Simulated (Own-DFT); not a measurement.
Simulation results for GaP (zincblende, atoms displaced)

Computed with Own-DFT development build. A calculation, not a measurement: plane-wave PBE density functional theory by an unreviewed code, no spin, of a simulated periodic cell, stress positive in tension, free energy of the whole cell less one offset for each atom, forces on such cells passed a denser k mesh, this cell's mesh not checked; offsets are fitted by least squares, one for each functional and potential file, so energies compare only between cells with the same atoms and settings and are not formation energies; the far tail of each file's local potential was reset to the Coulomb form; each entry is a single point on an unrelaxed cell, so the pressure reflects the starting lattice, mostly measured values (interpolated for alloys), from which strain is counted, and rises with the displacements; printed positions are rounded, which can move forces by about a meV/angstrom; the program, named Own-DFT, is a retired in-house code; no spin-orbit coupling.

Common to all runs: functional PBE; potential files PseudoDojo norm-conserving, scalar-relativistic, standard set; wave cutoff 42 hartree; occupations Fermi-Dirac; smearing width 0.1 eV; hardware one NVIDIA H100; k mesh 3 x 3 x 3 centred on Gamma.

(1) GaP (zincblende, atoms displaced)

```
CELL_PARAMETERS angstrom
10.90100 0.00000 0.00000
0.00000 10.90100 0.00000
0.00000 0.00000 10.90100
ATOMIC_POSITIONS crystal
Ga 0.99995 0.99957 0.99879
Ga 0.99969 0.24952 0.25060
Ga 0.25077 0.00018 0.25044
Ga 0.25074 0.25015 0.00192
P 0.12658 0.12571 0.12262
P 0.12322 0.37654 0.37793
P 0.37368 0.12270 0.37569
P 0.37502 0.37653 0.12170
Ga 0.00117 0.99854 0.49856
Ga 0.99823 0.25105 0.74843
Ga 0.24959 0.00028 0.74957
Ga 0.25209 0.24756 0.49644
P 0.12592 0.12459 0.62596
P 0.12546 0.37676 0.87349
P 0.37678 0.12670 0.87497
P 0.37664 0.37397 0.62400
Ga 0.99961 0.49945 0.99808
Ga 0.99984 0.74895 0.25342
Ga 0.25528 0.49900 0.24900
Ga 0.25011 0.75211 0.99712
P 0.12479 0.62567 0.12418
P 0.12214 0.87293 0.37353
P 0.37361 0.62503 0.37619
P 0.37320 0.87858 0.12417
Ga 0.00020 0.49708 0.50138
Ga 0.00009 0.75142 0.75334
Ga 0.25015 0.49865 0.74942
Ga 0.24843 0.74740 0.49853
P 0.12506 0.62533 0.62503
P 0.12389 0.87395 0.87286
P 0.37771 0.62357 0.87565
P 0.37355 0.87467 0.62813
Ga 0.50292 0.00061 0.00096
Ga 0.49913 0.24913 0.24952
Ga 0.75033 0.00190 0.25000
Ga 0.75170 0.25033 0.00021
P 0.62450 0.12537 0.12636
P 0.62540 0.37478 0.37447
P 0.87536 0.12444 0.37419
P 0.87326 0.37375 0.12259
Ga 0.50257 0.99960 0.50144
Ga 0.49819 0.25086 0.74957
Ga 0.75211 0.99741 0.75185
Ga 0.75047 0.25097 0.50109
P 0.62506 0.12393 0.63035
P 0.62804 0.37244 0.87643
P 0.87329 0.12349 0.87307
P 0.87504 0.37431 0.62621
Ga 0.50063 0.49971 0.00159
Ga 0.50072 0.75027 0.25269
Ga 0.74961 0.50153 0.24725
Ga 0.74750 0.75331 0.99760
P 0.62495 0.62043 0.12549
P 0.62783 0.87723 0.37269
P 0.87564 0.62667 0.37240
P 0.87360 0.87347 0.12743
Ga 0.49746 0.49783 0.50003
Ga 0.49911 0.75510 0.75208
Ga 0.75086 0.49943 0.74870
Ga 0.75007 0.74923 0.50111
P 0.62717 0.62429 0.62309
P 0.62492 0.87737 0.87411
P 0.87476 0.62557 0.87308
P 0.87830 0.87522 0.62835
```

- free energy of cell above offsets: -35.746 eV
- pressure: 2.72 GPa
- stress xx: -2.73 GPa
- stress yy: -2.71 GPa
- stress zz: -2.7 GPa
- stress yz: -0.05 GPa
- stress xz: -0.02 GPa
- stress xy: -0.06 GPa
- wall time: 507.1 s

Force:
```tsv
element	x (eV/Å)	y (eV/Å)	z (eV/Å)
Ga	-0.13	-0.079	0.141
Ga	0.11	0.14	-0.174
Ga	-0.37	-0.04	-0.056
Ga	-0.074	0.088	-0.478
P	-0.252	-0.125	0.358
P	0.487	-0.276	-0.561
P	0.426	0.021	-0.124
P	0.158	-0.365	0.418
Ga	-0.059	0.176	0.234
Ga	0.285	-0.226	0.237
Ga	0.043	0.134	0.247
Ga	-0.34	0.235	0.416
P	-0.1	0.131	-0.292
P	-0.06	-0.406	0.139
P	-0.234	-0.238	0.135
P	-0.378	-0.065	0.012
Ga	-0.003	0.16	0.146
Ga	0.034	-0.061	-0.66
Ga	-0.713	0.138	0.037
Ga	0.023	-0.25	0.217
P	0.135	-0.076	0.083
P	0.545	0.27	0.152
P	0.306	-0.02	-0.098
P	0.375	-0.488	0.037
Ga	-0.232	0.54	0.007
Ga	0.054	-0.388	-0.384
Ga	0.171	0.228	-0.097
Ga	-0.002	0.341	0.246
P	-0.167	-0.088	0.153
P	0.251	0.347	0.278
P	-0.174	0.175	-0.131
P	0.006	0.011	-0.652
Ga	-0.288	0.153	-0.045
Ga	-0.096	0.131	0.071
Ga	0.094	-0.018	-0.166
Ga	-0.165	-0.399	-0.03
P	0.206	0.098	-0.16
P	-0.055	0.032	-0.032
P	-0.018	0.084	0.266
P	0.391	0.187	0.323
Ga	-0.118	-0.069	0.102
Ga	0.321	0.037	0.194
Ga	-0.09	0.155	-0.275
Ga	-0.167	-0.292	0.01
P	0.173	0.084	-0.475
P	-0.392	0.347	-0.242
P	0.321	0.223	0.3
P	-0.076	0.089	-0.225
Ga	0.22	-0.124	-0.395
Ga	-0.095	0.013	-0.378
Ga	0.246	-0.316	0.32
Ga	0.159	-0.474	0.296
P	-0.145	0.902	-0.166
P	-0.196	-0.229	0.441
P	-0.169	-0.52	0.528
P	0.173	0.172	-0.277
Ga	0.398	0.256	-0.066
Ga	0.207	-0.698	-0.23
Ga	-0.151	0.05	0.174
Ga	0.254	0.248	-0.123
P	-0.56	0.103	0.301
P	-0.051	-0.079	0.174
P	-0.152	0.007	0.269
P	-0.3	-0.101	-0.47
```

(2) GaP (zincblende, atoms displaced)

```
CELL_PARAMETERS angstrom
10.90100 0.00000 0.00000
0.00000 10.90100 0.00000
0.00000 0.00000 10.90100
ATOMIC_POSITIONS crystal
Ga 0.00245 0.99762 0.00010
Ga 0.99844 0.24855 0.25365
Ga 0.25134 0.99753 0.24961
Ga 0.25350 0.24933 0.99797
P 0.12600 0.12340 0.12556
P 0.12511 0.37542 0.37404
P 0.37590 0.12481 0.37725
P 0.37470 0.37608 0.12686
Ga 0.99960 0.00108 0.49976
Ga 0.99664 0.25450 0.75076
Ga 0.24863 0.99864 0.74816
Ga 0.25243 0.25209 0.49983
P 0.12434 0.12558 0.62583
P 0.12649 0.37527 0.87664
P 0.37397 0.12535 0.87575
P 0.37638 0.37756 0.62318
Ga 0.99740 0.49879 0.00364
Ga 0.00139 0.74795 0.24981
Ga 0.24906 0.50069 0.24934
Ga 0.25000 0.74743 0.99978
P 0.12355 0.62728 0.12127
P 0.12512 0.87442 0.37458
P 0.37454 0.62615 0.37267
P 0.37439 0.87692 0.12585
Ga 0.00005 0.49959 0.49949
Ga 0.00145 0.74788 0.75031
Ga 0.25122 0.49916 0.74683
Ga 0.24662 0.75201 0.49728
P 0.12497 0.62547 0.62717
P 0.12578 0.87417 0.87227
P 0.37473 0.62695 0.87362
P 0.37465 0.87579 0.62629
Ga 0.49990 0.00013 0.00280
Ga 0.49835 0.24720 0.25154
Ga 0.74848 0.00075 0.24767
Ga 0.75013 0.25106 0.00066
P 0.62481 0.12691 0.12727
P 0.62780 0.37660 0.37671
P 0.87749 0.12463 0.37571
P 0.87812 0.37645 0.12726
Ga 0.49862 0.99940 0.49730
Ga 0.50047 0.25217 0.75022
Ga 0.75055 0.00199 0.75137
Ga 0.75067 0.25240 0.49900
P 0.62669 0.12503 0.62389
P 0.62040 0.37486 0.87178
P 0.87422 0.12504 0.87728
P 0.87264 0.37621 0.62608
Ga 0.49971 0.50152 0.99920
Ga 0.50062 0.75300 0.25155
Ga 0.74954 0.50326 0.24738
Ga 0.75089 0.74835 0.99933
P 0.62756 0.62378 0.12546
P 0.62784 0.87459 0.37464
P 0.87675 0.62465 0.37124
P 0.87168 0.87422 0.12391
Ga 0.49723 0.50272 0.49829
Ga 0.49869 0.75340 0.75255
Ga 0.75119 0.49627 0.74909
Ga 0.74766 0.74738 0.49900
P 0.62570 0.62575 0.62725
P 0.62439 0.87993 0.87363
P 0.87272 0.62252 0.87434
P 0.87642 0.87331 0.62257
```

* free energy of cell above offsets: -35.767 eV
* pressure: 2.71 GPa
* stress xx: -2.7 GPa
* stress yy: -2.71 GPa
* stress zz: -2.71 GPa
* stress yz: 0.13 GPa
* stress xz: 0.13 GPa
* stress xy: 0.06 GPa
* wall time: 504.2 s

Force:
```tsv
element	x (eV/Å)	y (eV/Å)	z (eV/Å)
Ga	-0.194	0.068	0.019
Ga	0.391	0.013	-0.408
Ga	-0.185	0.374	0.226
Ga	-0.362	0.094	0.407
P	0.005	0.243	0.017
P	0.057	-0.049	0.152
P	-0.329	-0.081	-0.28
P	0.129	-0.128	-0.192
Ga	0.218	-0.169	0.134
Ga	0.314	-0.395	0.153
Ga	0.099	0.316	0.148
Ga	-0.315	-0.144	0.125
P	-0.04	0.305	-0.087
P	-0.135	0.164	-0.11
P	0.292	-0.248	-0.335
P	0.008	-0.246	0.094
Ga	0.316	0.162	-0.568
Ga	-0.159	0.419	-0.2
Ga	-0.125	0.143	-0.149
Ga	0.077	0.469	-0.14
P	0.133	-0.344	0.394
P	-0.244	0.255	-0.16
P	-0.163	0.15	0.115
P	0.137	-0.491	-0.207
Ga	-0.009	0.123	0.108
Ga	-0.373	0.129	0.027
Ga	-0.134	0.066	0.356
Ga	0.38	-0.254	0.421
P	0.068	-0.156	-0.491
P	-0.01	-0.109	0.331
P	0.026	-0.276	0.081
P	-0.047	-0.132	-0.442
Ga	0.027	0.238	-0.202
Ga	0.231	0.522	0.131
Ga	0.282	0.035	0.239
Ga	-0.089	0.206	-0.021
P	-0.055	-0.015	-0.255
P	-0.43	0.076	-0.394
P	-0.585	-0.065	-0.041
P	-0.538	-0.391	0.055
Ga	0.357	-0.088	0.421
Ga	-0.257	-0.531	-0.358
Ga	0.219	-0.116	-0.382
Ga	0.03	-0.324	0.112
P	-0.238	0.084	-0.043
P	0.624	0.147	0.582
P	0.254	0.075	-0.067
P	0.382	-0.103	-0.424
Ga	-0.05	-0.031	0.108
Ga	0.089	-0.217	-0.284
Ga	0.219	-0.48	0.331
Ga	-0.305	0.205	-0.237
P	-0.601	0.433	-0.245
P	-0.259	0.176	0.046
P	-0.197	-0.028	0.462
P	0.506	0.001	0.116
Ga	0.487	0.054	0.083
Ga	0.264	-0.086	-0.211
Ga	-0.447	0.391	0.184
Ga	0.421	0.024	0.068
P	-0.315	-0.084	-0.06
P	0.095	-0.469	0.41
P	0.289	0.034	0.036
P	-0.235	0.055	0.296
```

(3) GaP (zincblende, atoms displaced)

```
CELL_PARAMETERS angstrom
10.90100 0.00000 0.00000
0.00000 10.90100 0.00000
0.00000 0.00000 10.90100
ATOMIC_POSITIONS crystal
Ga 0.00052 0.00236 0.00122
Ga 0.00150 0.25233 0.25067
Ga 0.24986 0.00184 0.25122
Ga 0.24959 0.25180 0.99843
P 0.12480 0.12394 0.12374
P 0.12235 0.37694 0.37384
P 0.37500 0.12404 0.37960
P 0.37264 0.37344 0.12498
Ga 0.00068 0.00246 0.49724
Ga 0.00113 0.24895 0.74931
Ga 0.24915 0.99709 0.75172
Ga 0.24774 0.24842 0.49931
P 0.12400 0.12591 0.62532
P 0.12543 0.37545 0.87262
P 0.37786 0.12740 0.87285
P 0.37642 0.37531 0.62540
Ga 0.99906 0.50070 0.99881
Ga 0.00228 0.75000 0.25189
Ga 0.24923 0.50128 0.24937
Ga 0.25160 0.74857 0.00214
P 0.12984 0.62704 0.12547
P 0.12199 0.87742 0.37659
P 0.37412 0.62696 0.37498
P 0.37521 0.87392 0.12458
Ga 0.99892 0.49872 0.50195
Ga 0.99998 0.74944 0.74884
Ga 0.25104 0.49957 0.75216
Ga 0.24792 0.74918 0.50121
P 0.12319 0.62438 0.62563
P 0.12360 0.87457 0.87456
P 0.37814 0.62415 0.87427
P 0.37543 0.87616 0.62120
Ga 0.50009 0.00219 0.00104
Ga 0.50051 0.24929 0.24845
Ga 0.74796 0.00356 0.25154
Ga 0.75112 0.24857 0.99981
P 0.62492 0.12410 0.12315
P 0.62772 0.37600 0.37551
P 0.87744 0.12550 0.37537
P 0.87642 0.37486 0.12478
Ga 0.50179 0.99740 0.49972
Ga 0.50151 0.25221 0.75129
Ga 0.75033 0.99953 0.74896
Ga 0.75176 0.25183 0.50174
P 0.62346 0.12795 0.62473
P 0.62782 0.37646 0.87416
P 0.87752 0.12469 0.87112
P 0.87498 0.37794 0.62488
Ga 0.49802 0.49938 0.00048
Ga 0.50102 0.75015 0.24858
Ga 0.74923 0.49725 0.25014
Ga 0.75400 0.75214 0.99856
P 0.62802 0.62469 0.12467
P 0.62782 0.87232 0.37228
P 0.87386 0.62656 0.37537
P 0.87605 0.87431 0.12609
Ga 0.50244 0.50061 0.50212
Ga 0.50116 0.74912 0.75266
Ga 0.75080 0.49952 0.74898
Ga 0.75231 0.75019 0.50051
P 0.62407 0.62609 0.62507
P 0.62302 0.87642 0.87071
P 0.87626 0.62531 0.87740
P 0.87423 0.87455 0.62381
```

- free energy of cell above offsets: -35.811 eV
- pressure: 2.69 GPa
- stress xx: -2.69 GPa
- stress yy: -2.7 GPa
- stress zz: -2.69 GPa
- stress yz: 0 GPa
- stress xz: 0.09 GPa
- stress xy: -0.28 GPa
- wall time: 509.2 s

Force:
```tsv
element	x (eV/Å)	y (eV/Å)	z (eV/Å)
Ga	-0.186	-0.354	-0.18
Ga	-0.091	-0.297	-0.232
Ga	0.078	-0.202	-0.012
Ga	-0.02	-0.321	-0.072
P	0.202	0.414	0.19
P	0.411	-0.041	0.237
P	0.168	0.104	-0.564
P	0.191	0.171	0.096
Ga	-0.182	-0.154	0.517
Ga	-0.108	0.334	-0.158
Ga	0.234	0.29	-0.234
Ga	0.114	0.406	0.129
P	0.162	-0.282	0.009
P	-0.186	0.004	0.282
P	-0.405	-0.233	0.236
P	-0.255	-0.049	-0.132
Ga	0.413	-0.013	0.256
Ga	-0.144	-0.025	-0.126
Ga	0.221	-0.101	0.214
Ga	0.075	0.236	-0.547
P	-0.728	-0.295	-0.062
P	0.508	-0.235	-0.164
P	0.185	-0.246	0.063
P	0.036	0.366	0.121
Ga	-0.02	0.372	-0.33
Ga	-0.137	0.07	0.102
Ga	0.065	0.138	-0.365
Ga	-0.007	0.157	-0.135
P	0.285	-0.129	0.063
P	0.148	-0.147	0.294
P	-0.42	0.107	0.211
P	-0.08	-0.375	0.611
Ga	-0.176	-0.316	-0.309
Ga	-0.092	0.033	0.343
Ga	0.375	-0.311	-0.149
Ga	0.134	0.094	-0.208
P	0.106	0.23	0.188
P	-0.4	-0.273	-0.017
P	-0.368	0.312	-0.118
P	-0.092	-0.048	-0.032
Ga	0.254	0.118	-0.116
Ga	0.039	0.078	-0.148
Ga	-0.109	0.179	-0.223
Ga	-0.038	-0.188	-0.135
P	0.271	-0.298	-0.042
P	-0.198	-0.118	0.293
P	-0.283	-0.041	0.426
P	0.119	-0.443	0.234
Ga	0.402	-0.046	0.127
Ga	-0.002	-0.187	-0.019
Ga	0.263	0.36	-0.065
Ga	-0.487	0.069	0.035
P	-0.229	0.014	-0.18
P	-0.214	0.288	0.312
P	0.248	-0.405	-0.114
P	-0.024	0.374	0.069
Ga	-0.308	0.019	-0.312
Ga	-0.274	0.189	-0.579
Ga	-0.026	0.394	0.129
Ga	-0.273	-0.062	-0.02
P	0.34	0.05	0.104
P	0.354	0.021	0.696
P	-0.117	0.003	-0.52
P	0.278	0.24	0.033
```

(4) GaP (zincblende, atoms displaced)

```
CELL_PARAMETERS angstrom
10.90100 0.00000 0.00000
0.00000 10.90100 0.00000
0.00000 0.00000 10.90100
ATOMIC_POSITIONS crystal
Ga 0.99930 0.99602 0.00190
Ga 0.99634 0.25017 0.25060
Ga 0.25000 0.00132 0.24713
Ga 0.25137 0.25055 0.00050
P 0.12346 0.12450 0.12627
P 0.12618 0.37286 0.37310
P 0.37598 0.12611 0.37402
P 0.37542 0.37514 0.12572
Ga 0.00127 0.99994 0.49929
Ga 0.00184 0.24812 0.75011
Ga 0.25406 0.00248 0.74855
Ga 0.25499 0.25377 0.49836
P 0.12563 0.12474 0.62798
P 0.12683 0.37430 0.87319
P 0.37713 0.12412 0.87816
P 0.37516 0.37535 0.62530
Ga 0.99817 0.49772 0.99942
Ga 0.00009 0.74918 0.24531
Ga 0.25314 0.50245 0.25199
Ga 0.24692 0.74900 0.00299
P 0.12575 0.62238 0.12471
P 0.12560 0.87364 0.37358
P 0.37382 0.62409 0.37364
P 0.37555 0.87291 0.12371
Ga 0.99856 0.50394 0.50201
Ga 0.99887 0.75189 0.75387
Ga 0.25021 0.49975 0.75252
Ga 0.25123 0.74966 0.50237
P 0.12467 0.62480 0.62284
P 0.12480 0.87707 0.87668
P 0.37482 0.62710 0.87475
P 0.37453 0.87186 0.62213
Ga 0.49723 0.00086 0.99783
Ga 0.50096 0.24815 0.24982
Ga 0.75277 0.00081 0.25132
Ga 0.75122 0.25145 0.99993
P 0.62469 0.12578 0.12404
P 0.62349 0.37375 0.37549
P 0.87699 0.12722 0.37254
P 0.87535 0.37738 0.12385
Ga 0.49669 0.00257 0.49873
Ga 0.49801 0.25104 0.75166
Ga 0.75133 0.00147 0.74988
Ga 0.74893 0.24707 0.49986
P 0.62462 0.12531 0.62758
P 0.62798 0.37824 0.87598
P 0.87622 0.12481 0.87448
P 0.87066 0.37476 0.62388
Ga 0.50351 0.50248 0.99906
Ga 0.50222 0.75065 0.25376
Ga 0.75056 0.50161 0.25003
Ga 0.75321 0.75206 0.99882
P 0.62359 0.62488 0.12447
P 0.62248 0.87479 0.37652
P 0.87418 0.62561 0.37321
P 0.87472 0.87483 0.12514
Ga 0.49902 0.50070 0.49981
Ga 0.49747 0.75043 0.75160
Ga 0.74969 0.49936 0.75117
Ga 0.74752 0.74757 0.49891
P 0.62414 0.62353 0.62319
P 0.62555 0.87722 0.87569
P 0.87597 0.62884 0.87365
P 0.87357 0.87402 0.62358
```

- free energy of cell above offsets: -35.741 eV
- pressure: 2.71 GPa
- stress xx: -2.71 GPa
- stress yy: -2.71 GPa
- stress zz: -2.71 GPa
- stress yz: -0.06 GPa
- stress xz: -0.11 GPa
- stress xy: -0.25 GPa
- wall time: 522.5 s

Force:
```tsv
element	x (eV/Å)	y (eV/Å)	z (eV/Å)
Ga	0.054	0.516	-0.124
Ga	0.525	0.274	-0.35
Ga	0.08	-0.246	0.224
Ga	-0.224	-0.066	0.165
P	-0.068	0.205	-0.276
P	-0.252	0.48	0.256
P	-0.248	-0.1	-0.108
P	0.213	0.155	-0.142
Ga	0.025	-0.061	0.048
Ga	-0.31	0.335	-0.129
Ga	-0.208	-0.36	0.172
Ga	-0.557	-0.412	0.167
P	0.291	0.139	-0.675
P	-0.251	-0.036	0.29
P	-0.353	0.367	-0.448
P	0.075	0.198	0.191
Ga	0.331	0.288	-0.27
Ga	0.105	-0.024	0.384
Ga	-0.406	-0.515	-0.295
Ga	0.158	0.106	-0.307
P	-0.183	-0.115	0.008
P	0.053	0.047	-0.012
P	0.308	0.364	0.426
P	0.034	0.155	0.231
Ga	0.002	-0.62	-0.373
Ga	0.38	0.13	-0.614
Ga	0.004	0.205	-0.379
Ga	-0.349	-0.157	-0.521
P	0.038	0.189	0.685
P	0.341	-0.112	-0.228
P	-0.148	-0.207	0.269
P	0.189	0.541	0.395
Ga	0.489	-0.33	0.491
Ga	0.007	0.262	-0.096
Ga	-0.449	-0.073	-0.094
Ga	-0.018	-0.156	-0.026
P	0.17	-0.241	-0.017
P	0.212	0.117	-0.098
P	-0.27	-0.361	0.559
P	-0.175	-0.256	0.232
Ga	0.298	-0.161	0.266
Ga	0.343	0.102	0.057
Ga	-0.049	-0.182	-0.038
Ga	-0.107	0.171	-0.076
P	-0.215	-0.083	-0.203
P	-0.378	-0.398	-0.054
P	0.018	-0.01	0.283
P	0.584	-0.083	0.157
Ga	-0.482	-0.223	0.053
Ga	-0.28	-0.129	-0.459
Ga	-0.292	-0.222	0.001
Ga	-0.517	-0.148	0.141
P	0.434	0.392	0.134
P	0.425	0.379	0.011
P	0.153	0.128	0.031
P	-0.077	0.004	0.119
Ga	0.032	-0.155	-0.092
Ga	0.48	0.058	-0.23
Ga	0.107	0.327	-0.251
Ga	0.126	0.181	0.049
P	-0.087	0.142	0.436
P	-0.051	-0.157	-0.166
P	-0.147	-0.626	0.207
P	0.065	0.067	0.011
```
